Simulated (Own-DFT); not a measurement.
# Computed records: SiC (2H silicon carbide, atoms displaced)

A calculation, not a measurement: plane-wave PBE density functional theory by an unreviewed code, no spin, of a simulated periodic cell, stress positive in tension, free energy of the whole cell less one offset for each atom, forces on such cells passed a denser k mesh, this cell's mesh not checked; offsets are fitted by least squares, one for each functional and potential file, so energies compare only between cells with the same atoms and settings and are not formation energies; the far tail of each file's local potential was reset to the Coulomb form; each entry is a single point on an unrelaxed cell, so the pressure reflects the starting lattice, mostly measured values (interpolated for alloys), from which strain is counted, and rises with the displacements; printed positions are rounded, which can move forces by about a meV/angstrom; the program, named Own-DFT, is a retired in-house code; no spin-orbit coupling. Program: Own-DFT development build.

Settings shared by all entries: functional PBE; potential files PseudoDojo norm-conserving, scalar-relativistic, standard set; wave cutoff 42 hartree; occupations Fermi-Dirac; smearing width 0.1 eV; hardware one NVIDIA H100; k mesh 4 x 4 x 3 centred on Gamma.

(1) SiC (2H silicon carbide, atoms displaced)

```
SiC
1.0
      9.2481     0.0000     0.0000
     -4.6241     8.0091     0.0000
      0.0000     0.0000    10.0681
Si C Si C Si C Si C Si C Si C Si C Si C Si C Si C Si C Si C Si C Si C Si C Si C Si C Si C
2 2 2 2 2 2 2 2 2 2 2 2 2 2 2 2 2 2 2 2 2 2 2 2 2 2 2 2 2 2 2 2 2 2 2 2
Direct
  0.99813 0.00177 0.99968
  0.11214 0.22290 0.25389
  0.99815 0.00202 0.18447
  0.11414 0.22598 0.43657
  0.99531 0.99831 0.49646
  0.11199 0.21989 0.75095
  0.99707 0.99898 0.68549
  0.10941 0.21745 0.93611
  0.99487 0.33147 0.00512
  0.11332 0.55473 0.24739
  0.99543 0.32830 0.18695
  0.10816 0.55208 0.43755
  0.99932 0.33298 0.49827
  0.10950 0.55134 0.74829
  0.00146 0.33864 0.68896
  0.10832 0.56004 0.93792
  0.99432 0.66397 0.00057
  0.11320 0.89220 0.24900
  0.00507 0.66803 0.18970
  0.11767 0.89270 0.43473
  0.00784 0.66538 0.49631
  0.11244 0.89000 0.75104
  0.00131 0.66845 0.68797
  0.10920 0.88594 0.93746
  0.33285 0.00126 0.99653
  0.44639 0.22400 0.25712
  0.33031 0.99913 0.18322
  0.44096 0.21783 0.44005
  0.33481 0.00486 0.49757
  0.44768 0.22486 0.75040
  0.33691 0.00082 0.68991
  0.44528 0.22015 0.93542
  0.33491 0.33001 0.99866
  0.44308 0.55162 0.24994
  0.33285 0.33031 0.18438
  0.44441 0.55162 0.44052
  0.32687 0.32936 0.50074
  0.44066 0.54639 0.74846
  0.32935 0.33109 0.69060
  0.44367 0.55744 0.93668
  0.33145 0.66178 0.99629
  0.44413 0.89226 0.24880
  0.33100 0.65999 0.19271
  0.44690 0.88486 0.43436
  0.33339 0.66989 0.49859
  0.44043 0.88246 0.75339
  0.32511 0.66358 0.69092
  0.44812 0.89120 0.94374
  0.66651 0.00024 0.00407
  0.77800 0.22612 0.25026
  0.66746 0.00290 0.18389
  0.78184 0.23161 0.44106
  0.66689 0.99820 0.49880
  0.78601 0.22780 0.74505
  0.66879 0.00130 0.68299
  0.78157 0.22467 0.94025
  0.65793 0.33044 0.99712
  0.77706 0.55240 0.24782
  0.66445 0.33589 0.18558
  0.77371 0.55783 0.43689
  0.67427 0.33112 0.50246
  0.77404 0.55900 0.74860
  0.66623 0.32815 0.69112
  0.77971 0.55875 0.93850
  0.66485 0.65949 0.99855
  0.77965 0.88939 0.24710
  0.66961 0.66241 0.18728
  0.77958 0.88266 0.44565
  0.66637 0.66600 0.49926
  0.77161 0.88883 0.75205
  0.66170 0.66662 0.68627
  0.78172 0.89027 0.93909
```

| Property | Result |
| --- | --- |
| free energy of cell above offsets | -10.376 eV |
| pressure | 3.87 GPa |
| stress xx | -3.75 GPa |
| stress yy | -2.66 GPa |
| stress zz | -5.2 GPa |
| stress yz | -0.26 GPa |
| stress xz | -0.01 GPa |
| stress xy | -0.74 GPa |
| wall time | 381.6 s |

Force:
```csv
element,x (eV/Å),y (eV/Å),z (eV/Å)
Si,0.924,-0.508,-0.378
Si,-0.103,-0.101,-1.648
C,0.591,-0.002,1.089
C,-0.984,-1.053,0.439
Si,1.686,0.243,0.96
Si,-1.061,-0.337,-0.139
C,0.175,0.038,0.265
C,-0.174,1.204,0.599
Si,1.074,0.602,-1.463
Si,-0.524,-0.409,0.408
C,0.529,0.764,1.132
C,1.047,0.179,-0.566
Si,0.564,0.558,0.732
Si,-1.225,1.244,0.966
C,1.194,-1.246,-1.005
C,0.789,-1.268,0.054
Si,0.979,0.887,0.265
Si,-0.234,-0.381,-0.435
C,-0.83,-0.28,-0.304
C,-0.804,-0.431,0.37
Si,-2.272,0.723,0.667
Si,-0.261,-0.094,-0.539
C,-0.196,-0.393,-0.418
C,-0.266,0.548,0.311
Si,-0.011,-0.813,0.386
Si,-0.38,-0.528,-1.728
C,0.524,0.806,0.834
C,0.615,1.502,0.294
Si,0.801,-1.539,1.016
Si,-0.161,-1.008,-0.492
C,-0.443,-0.009,-0.378
C,-0.806,0.199,-0.018
Si,-0.924,0.21,-0.154
Si,0.474,0.178,0.184
C,-0.032,0.055,1.007
C,-0.644,0.245,-0.321
Si,1.32,0.76,0.41
Si,-0.812,1.759,0.12
C,0.757,-0.541,-0.774
C,0.747,-1.194,-0.165
Si,-0.775,0.842,1.247
Si,0.25,-0.959,-0.666
C,0.412,1.103,-1.271
C,-0.757,1.323,0.41
Si,0.379,-1.216,0.423
Si,0.392,1.208,-0.23
C,1.639,0.065,-0.804
C,-0.343,-0.706,-0.899
Si,0.615,0.374,-1.563
Si,-0.274,-0.366,-0.277
C,0.008,-0.244,2.14
C,1.058,-2.365,-1.304
Si,0.198,0.16,-0.097
Si,-0.812,-1.389,1.663
C,-0.747,-0.063,1.132
C,-1.109,-0.536,-0.771
Si,2.021,0.645,0.29
Si,0.448,0.783,0.672
C,0.346,-0.807,0.375
C,1.76,-0.837,0.182
Si,-2.869,1.488,0.292
Si,1.188,-0.266,-0.144
C,-0.26,1.431,-0.572
C,-0.637,-1.345,-0.644
Si,-0.543,1.565,0.368
Si,-0.381,-0.582,0.554
C,-1.12,0.605,-0.112
C,-1.439,1.208,-2.447
Si,-0.202,-0.8,0.439
Si,1.029,0.125,-0.443
C,0.107,-0.241,0.45
C,-1.224,-0.767,0.023
```

(2) SiC (2H silicon carbide, atoms displaced)

```
SiC
1.0
      9.2481     0.0000     0.0000
     -4.6241     8.0091     0.0000
      0.0000     0.0000    10.0681
Si C Si C Si C Si C Si C Si C Si C Si C Si C Si C Si C Si C Si C Si C Si C Si C Si C Si C
2 2 2 2 2 2 2 2 2 2 2 2 2 2 2 2 2 2 2 2 2 2 2 2 2 2 2 2 2 2 2 2 2 2 2 2
Direct
  0.99482 0.99920 0.00225
  0.11060 0.22223 0.24866
  0.00287 0.99921 0.19066
  0.11545 0.22169 0.43578
  0.99984 0.00626 0.49773
  0.11246 0.22125 0.74762
  0.99579 0.99965 0.68378
  0.11260 0.22327 0.93813
  0.00007 0.33212 0.00408
  0.10460 0.55361 0.25117
  0.99916 0.33400 0.18972
  0.10731 0.55790 0.43780
  0.00254 0.33327 0.49861
  0.11213 0.55728 0.74699
  0.99490 0.32997 0.69591
  0.10714 0.55001 0.93308
  0.00369 0.66911 0.00103
  0.10691 0.88198 0.24950
  0.99471 0.65965 0.18869
  0.11421 0.88598 0.43714
  0.99836 0.66444 0.49878
  0.11584 0.89423 0.74842
  0.99656 0.66662 0.68546
  0.10436 0.88206 0.93954
  0.33318 0.00169 0.99820
  0.44650 0.22191 0.24333
  0.33487 0.00134 0.18314
  0.44757 0.22322 0.43877
  0.33150 0.99949 0.50452
  0.45223 0.22554 0.75036
  0.33115 0.99941 0.68637
  0.44869 0.22076 0.94198
  0.33722 0.34124 0.99975
  0.44489 0.55674 0.24919
  0.32864 0.33065 0.19165
  0.44818 0.55597 0.44205
  0.33063 0.33157 0.49864
  0.44830 0.55422 0.75190
  0.32821 0.31984 0.69569
  0.44161 0.54819 0.93493
  0.32737 0.65819 0.00077
  0.43810 0.88889 0.25343
  0.33478 0.66398 0.18625
  0.44509 0.88523 0.44046
  0.33054 0.66795 0.49873
  0.44296 0.88617 0.75170
  0.33259 0.66718 0.69007
  0.45138 0.89216 0.93992
  0.66372 0.00040 0.99394
  0.77745 0.21554 0.24991
  0.66317 0.00042 0.18707
  0.77195 0.21823 0.43422
  0.66491 0.99633 0.49942
  0.77579 0.22208 0.75391
  0.66614 0.99436 0.69051
  0.77776 0.21941 0.93407
  0.66763 0.32815 0.00009
  0.78529 0.56288 0.24447
  0.66535 0.32950 0.18497
  0.77869 0.55687 0.44072
  0.66542 0.32921 0.50511
  0.77111 0.55303 0.75391
  0.66294 0.33283 0.69208
  0.77598 0.55225 0.93835
  0.66103 0.66300 0.00231
  0.78431 0.89288 0.24693
  0.66325 0.66383 0.18969
  0.77900 0.88843 0.43389
  0.66996 0.66809 0.49982
  0.77859 0.88215 0.75035
  0.66113 0.66095 0.68896
  0.77408 0.88752 0.93941
```

| Quantity | Value |
| --- | --- |
| free energy of cell above offsets | -10.307 eV |
| pressure | 3.84 GPa |
| stress xx | -3.54 GPa |
| stress yy | -2.8 GPa |
| stress zz | -5.17 GPa |
| stress yz | 0.62 GPa |
| stress xz | 0.17 GPa |
| stress xy | -1.3 GPa |
| wall time | 351.5 s |

Force:
```csv
element,x (eV/Å),y (eV/Å),z (eV/Å)
Si,0.821,0.17,-0.477
Si,0.145,-0.043,0.166
C,-0.287,0.057,-0.607
C,-1.181,0.557,0.035
Si,0.886,-1.672,-0.075
Si,-1.178,-0.519,1.141
C,0.77,-0.027,0.641
C,-0.019,-0.414,0.354
Si,-0.148,-0.247,-1.298
Si,1.475,0.025,-0.045
C,0.115,-0.452,0.051
C,1.089,-0.812,-0.098
Si,-0.973,-0.375,0.68
Si,-0.703,-0.432,0.154
C,0.81,0.66,-2.034
C,0.048,0.762,1.311
Si,-0.47,-1.569,-0.75
Si,0.903,1.16,0.248
C,1.13,1.582,-0.901
C,-0.998,0.442,0.021
Si,-0.698,0.635,0.657
Si,-1.135,-1.262,0.091
C,0.192,0.078,0.7
C,0.374,1.769,-0.461
Si,0.246,-0.765,-0.073
Si,-0.347,0.072,1.407
C,-0.804,-0.847,0.903
C,-0.49,-0.506,-0.347
Si,0.55,0.21,-1.441
Si,-1.41,-1.691,0.989
C,1.035,0.395,1.173
C,-1.015,0.468,-0.9
Si,0.267,-2.793,0.574
Si,0.031,-0.733,1.138
C,0.747,0.851,-0.991
C,-1.07,0.005,-0.598
Si,1.464,0.263,0.808
Si,-1.649,-0.942,-0.896
C,0.149,2.256,-1.761
C,-0.215,1.927,0.685
Si,0.224,1.189,-0.723
Si,1.212,-0.098,-0.844
C,-1.357,0.184,0.66
C,-0.978,0.62,-0.292
Si,0.844,-0.648,0.604
Si,0.111,0.386,-0.129
C,0.477,-0.611,-0.452
C,-2.083,-1.645,-0.661
Si,0.991,0.201,1.512
Si,-1.239,0.814,-0.319
C,0.732,-0.738,-0.307
C,1.079,0.27,1.243
Si,0.368,0.229,0.345
Si,0.263,-0.73,-1.114
C,-0.317,0.549,-0.466
C,0.151,0.427,1.466
Si,-0.026,0.554,0.028
Si,-2.004,-2.674,1.657
C,0.729,0.934,0.525
C,0.142,-0.606,-0.89
Si,-0.205,0.816,-1.12
Si,1.27,0.531,-0.592
C,1.433,0.212,-0.635
C,-0.065,0.344,0.702
Si,0.727,0.225,-0.331
Si,-1.633,-0.77,0.174
C,0.578,0.817,-0.488
C,-0.078,0.295,0.546
Si,-0.141,-0.208,0.001
Si,-0.828,0.645,0.105
C,0.75,0.657,-0.252
C,0.415,-0.418,-0.123
```

(3) SiC (2H silicon carbide, atoms displaced)

```
SiC
1.0
      9.2481     0.0000     0.0000
     -4.6241     8.0091     0.0000
      0.0000     0.0000    10.0681
Si C Si C Si C Si C Si C Si C Si C Si C Si C Si C Si C Si C Si C Si C Si C Si C Si C Si C
2 2 2 2 2 2 2 2 2 2 2 2 2 2 2 2 2 2 2 2 2 2 2 2 2 2 2 2 2 2 2 2 2 2 2 2
Direct
  0.99846 0.00468 0.00236
  0.11387 0.22423 0.24707
  0.00110 0.99914 0.19234
  0.11388 0.22815 0.43245
  0.99733 0.99919 0.49421
  0.11089 0.21748 0.75068
  0.99955 0.99799 0.68827
  0.11254 0.22273 0.93801
  0.00117 0.33543 0.00377
  0.10898 0.55680 0.24952
  0.00089 0.33106 0.19086
  0.10522 0.55491 0.43643
  0.99971 0.33409 0.50143
  0.11519 0.55764 0.75320
  0.99927 0.32760 0.69172
  0.10423 0.54731 0.93441
  0.99791 0.66492 0.00237
  0.11397 0.88801 0.24778
  0.00184 0.66717 0.18836
  0.11402 0.88790 0.44181
  0.00401 0.66685 0.49818
  0.11102 0.88864 0.74641
  0.99832 0.66871 0.68637
  0.11119 0.89151 0.93521
  0.33076 0.99820 0.00049
  0.44126 0.21899 0.25025
  0.33418 0.00685 0.19097
  0.44761 0.22469 0.43843
  0.33778 0.00300 0.50613
  0.44753 0.22601 0.75479
  0.33528 0.00064 0.68886
  0.44438 0.22492 0.93815
  0.33109 0.33091 0.00257
  0.44372 0.55822 0.25228
  0.33361 0.33548 0.18891
  0.44472 0.55270 0.43502
  0.33772 0.34090 0.49648
  0.44539 0.55463 0.75092
  0.33446 0.33647 0.68558
  0.44391 0.56142 0.94077
  0.33400 0.66834 0.00013
  0.44698 0.89006 0.25114
  0.33596 0.66949 0.19182
  0.43866 0.88408 0.43562
  0.33595 0.66883 0.50319
  0.44691 0.89519 0.74446
  0.32694 0.65876 0.68913
  0.44101 0.88735 0.93645
  0.66540 0.99680 0.00284
  0.77312 0.22262 0.25230
  0.66601 0.00170 0.18817
  0.77450 0.22202 0.43965
  0.66623 0.00162 0.49901
  0.77553 0.22110 0.75156
  0.66764 0.99945 0.68542
  0.78007 0.21819 0.93491
  0.66612 0.33250 0.00463
  0.77767 0.55275 0.24291
  0.66438 0.33850 0.18507
  0.77993 0.55558 0.42799
  0.66772 0.33499 0.50391
  0.77840 0.56159 0.74771
  0.66729 0.33378 0.68372
  0.78157 0.55985 0.93603
  0.66279 0.66281 0.99854
  0.77490 0.89273 0.24612
  0.66335 0.66924 0.18637
  0.78166 0.88886 0.43573
  0.66487 0.66122 0.49960
  0.77679 0.89483 0.74542
  0.66675 0.66602 0.68656
  0.78304 0.88985 0.93331
```

| Quantity | Value |
| --- | --- |
| free energy of cell above offsets | -10.758 eV |
| pressure | 3.66 GPa |
| stress xx | -2.5 GPa |
| stress yy | -2.41 GPa |
| stress zz | -6.06 GPa |
| stress yz | 0.15 GPa |
| stress xz | -0.13 GPa |
| stress xy | 0.01 GPa |
| wall time | 372.9 s |

Force:
```csv
element,x (eV/Å),y (eV/Å),z (eV/Å)
Si,1.012,-0.788,-0.38
Si,-0.099,-0.366,0.639
C,-0.403,0.183,-0.935
C,0.076,-0.571,0.973
Si,1.178,0.777,0.781
Si,-0.071,0.608,-0.277
C,-0.192,0.319,-0.924
C,-0.223,0.236,0.434
Si,0.076,-1.03,-0.762
Si,0.867,-0.385,0.378
C,-1.063,0.506,-0.486
C,1.604,-0.07,0.342
Si,0.125,-0.195,-0.017
Si,-1.528,-1.254,-1.041
C,-0.41,0.777,-0.597
C,0.413,1.691,1.632
Si,0.468,0.758,-1.139
Si,-0.599,0.249,1.318
C,-0.251,-0.091,-0.564
C,-0.105,0.591,-0.863
Si,-1.346,0.111,0.15
Si,-0.154,-0.032,0.57
C,0.88,-0.515,0.078
C,-0.003,-0.404,0.738
Si,-0.076,0.435,-0.261
Si,-0.158,1.631,0.607
C,0.915,-1.619,-0.996
C,-0.204,-0.223,0.076
Si,-0.719,-0.05,-1.522
Si,-0.345,-0.042,-1.351
C,-0.383,0.676,0.36
C,0.425,-0.296,0.639
Si,-0.034,0.905,-0.374
Si,0.477,-0.33,-0.836
C,0.293,-0.044,-0.091
C,-0.434,1.503,0.75
Si,-0.151,-1.883,0.526
Si,-0.381,0.121,0.164
C,0.315,-0.614,0.481
C,0.524,-1.375,-0.704
Si,-0.81,-0.267,0.199
Si,-0.929,0.014,-0.225
C,-0.802,-0.161,-0.807
C,0.832,1.039,1.011
Si,-0.66,-1.238,-0.801
Si,0.338,-1.648,1.173
C,1.039,1.874,-0.218
C,0.384,0.491,0.069
Si,0.099,0.107,-1.369
Si,0.572,0.511,-0.227
C,-0.333,0.364,0.087
C,0.298,0.034,-0.182
Si,0.384,-0.663,-0.492
Si,0.555,0.434,-0.656
C,-0.966,0.503,-0.098
C,-1.025,0.293,1.504
Si,0.398,0.177,-2.106
Si,-0.916,1.507,0.883
C,0.651,-1.511,0.739
C,-0.067,-0.157,1.728
Si,-0.138,0.342,-1.79
Si,0.829,-0.891,0.319
C,-0.078,0.368,1.887
C,-0.623,-1.114,0.431
Si,0.425,1.162,0.02
Si,1.267,-0.769,0.853
C,0.688,-0.171,-0.064
C,-1.609,-0.41,0.02
Si,0.557,0.781,-0.868
Si,1.355,-1.124,0.65
C,-0.697,0.552,-0.024
C,-1.334,-0.327,0.84
```

(4) SiC (2H silicon carbide, atoms displaced)

```
SiC
1.0
      9.2481     0.0000     0.0000
     -4.6241     8.0091     0.0000
      0.0000     0.0000    10.0681
Si C Si C Si C Si C Si C Si C Si C Si C Si C Si C Si C Si C Si C Si C Si C Si C Si C Si C
2 2 2 2 2 2 2 2 2 2 2 2 2 2 2 2 2 2 2 2 2 2 2 2 2 2 2 2 2 2 2 2 2 2 2 2
Direct
  0.00115 0.00246 0.00332
  0.11420 0.22720 0.25320
  0.00626 0.00663 0.19194
  0.10930 0.22243 0.44016
  0.99906 0.99923 0.49837
  0.10340 0.22413 0.74529
  0.99932 0.00152 0.68968
  0.11422 0.22131 0.94198
  0.99366 0.32829 0.99546
  0.11041 0.55528 0.25280
  0.99727 0.33061 0.18700
  0.10942 0.55311 0.43633
  0.00428 0.33699 0.49778
  0.11107 0.55789 0.74660
  0.00541 0.33529 0.68630
  0.10919 0.54946 0.93189
  0.00161 0.66645 0.99887
  0.11091 0.88698 0.25006
  0.00030 0.66965 0.18972
  0.10468 0.89016 0.43740
  0.00468 0.66986 0.50045
  0.11197 0.89210 0.75340
  0.00523 0.66474 0.68738
  0.11868 0.89351 0.93633
  0.32583 0.99653 0.99944
  0.44267 0.22046 0.25176
  0.33489 0.00288 0.18384
  0.44752 0.22205 0.43712
  0.33604 0.99409 0.50388
  0.44677 0.22428 0.74983
  0.33796 0.99815 0.68835
  0.44866 0.22147 0.93483
  0.33160 0.33409 0.99296
  0.44311 0.55973 0.25120
  0.33680 0.33447 0.19031
  0.44157 0.54855 0.43647
  0.33520 0.33692 0.50050
  0.44058 0.54886 0.74600
  0.33883 0.33588 0.69129
  0.44057 0.55282 0.93446
  0.33665 0.66290 0.99742
  0.44290 0.89217 0.24707
  0.32641 0.66079 0.18901
  0.44474 0.88739 0.43638
  0.33103 0.67077 0.50307
  0.44381 0.88963 0.74663
  0.33390 0.66869 0.68926
  0.43810 0.88627 0.93878
  0.66923 0.00471 0.99822
  0.78305 0.22513 0.25140
  0.67106 0.00504 0.18717
  0.77788 0.22377 0.43723
  0.66128 0.99834 0.49995
  0.77489 0.22320 0.74682
  0.66085 0.98984 0.68789
  0.77585 0.22275 0.93678
  0.66195 0.33121 0.99596
  0.77714 0.54886 0.24916
  0.67087 0.33192 0.18312
  0.78029 0.55326 0.43952
  0.67104 0.33489 0.49808
  0.78287 0.56054 0.75314
  0.67047 0.33572 0.68719
  0.77687 0.55598 0.93569
  0.66475 0.66337 0.99709
  0.78409 0.89276 0.24805
  0.66999 0.67086 0.19023
  0.77627 0.88845 0.43628
  0.66527 0.66427 0.49549
  0.77781 0.88232 0.75606
  0.66330 0.66368 0.68818
  0.77337 0.88537 0.93793
```

| Quantity | Value |
| --- | --- |
| free energy of cell above offsets | -10.646 eV |
| pressure | 3.77 GPa |
| stress xx | -2.87 GPa |
| stress yy | -3.26 GPa |
| stress zz | -5.18 GPa |
| stress yz | 0.21 GPa |
| stress xz | -0.42 GPa |
| stress xy | 0.53 GPa |
| wall time | 363.3 s |

Force:
```csv
element,x (eV/Å),y (eV/Å),z (eV/Å)
Si,0.124,-0.503,-0.195
Si,0.271,-0.032,-0.573
C,0.041,-0.611,-0.609
C,0.601,0.163,-0.025
Si,-0.921,0.21,0.63
Si,2.502,-0.587,1.423
C,0.16,-0.453,-0.292
C,-1.545,-0.226,-1.524
Si,0.879,0.731,0.832
Si,-0.393,-0.392,-1.178
C,0.548,0.868,-0.03
C,0.163,1.061,0.622
Si,-0.678,-0.966,0.444
Si,1.022,-0.623,0.623
C,-1.931,0.368,-0.485
C,-0.176,0.631,1.02
Si,0.261,-0.158,0.08
Si,-0.128,0.894,0.037
C,0.378,-0.727,-0.59
C,2.084,-0.278,0.245
Si,-0.846,-0.484,-0.263
Si,0.621,-0.182,-1.171
C,-1.499,1.267,0.078
C,-2.244,-1.227,0.514
Si,2.146,1.14,-0.043
Si,0.594,0.657,-0.614
C,-0.527,-0.527,0.902
C,-0.311,-0.442,0.759
Si,-1.454,1.253,-1.004
Si,0.608,-0.38,-0.4
C,-1.447,0.681,0.015
C,-1.521,-0.345,0.278
Si,1.133,-0.279,1.715
Si,0.953,-0.685,-0.428
C,-0.44,0.354,-0.856
C,-0.659,1.823,0.522
Si,0.42,-1.44,0.121
Si,-0.005,1.783,0.623
C,-1.209,-1.466,-1.084
C,0.951,0.171,-0.043
Si,-1.658,0.319,0.341
Si,0.899,-0.556,-0.305
C,0.49,1.269,-0.492
C,-0.515,-0.107,-0.296
Si,1.15,-1.179,-0.676
Si,0.536,-0.62,1.621
C,0.012,-0.57,-0.474
C,0.921,0.274,-0.229
Si,-0.861,-1.047,0.274
Si,-0.731,-0.55,-0.475
C,-0.178,-0.662,0.068
C,0.592,-0.332,0.419
Si,1.392,0.232,-0.04
Si,0.902,-0.803,0.097
C,0.617,1.507,0.055
C,0.009,-0.128,-0.797
Si,0.989,0.487,0.641
Si,-0.624,0.971,0.114
C,-0.853,-0.187,0.588
C,-0.151,0.535,-0.472
Si,-0.613,-0.206,0.452
Si,-0.301,-0.768,-1.452
C,-0.469,0.215,-0.06
C,0.459,0.081,0.72
Si,-0.381,0.194,0.996
Si,-0.731,-0.109,0.28
C,-0.066,-0.776,-0.671
C,-0.115,0.074,0.195
Si,0.21,0.163,0.607
Si,-0.849,0.533,-1.651
C,0.707,0.086,-0.279
C,0.685,0.618,0.825
```
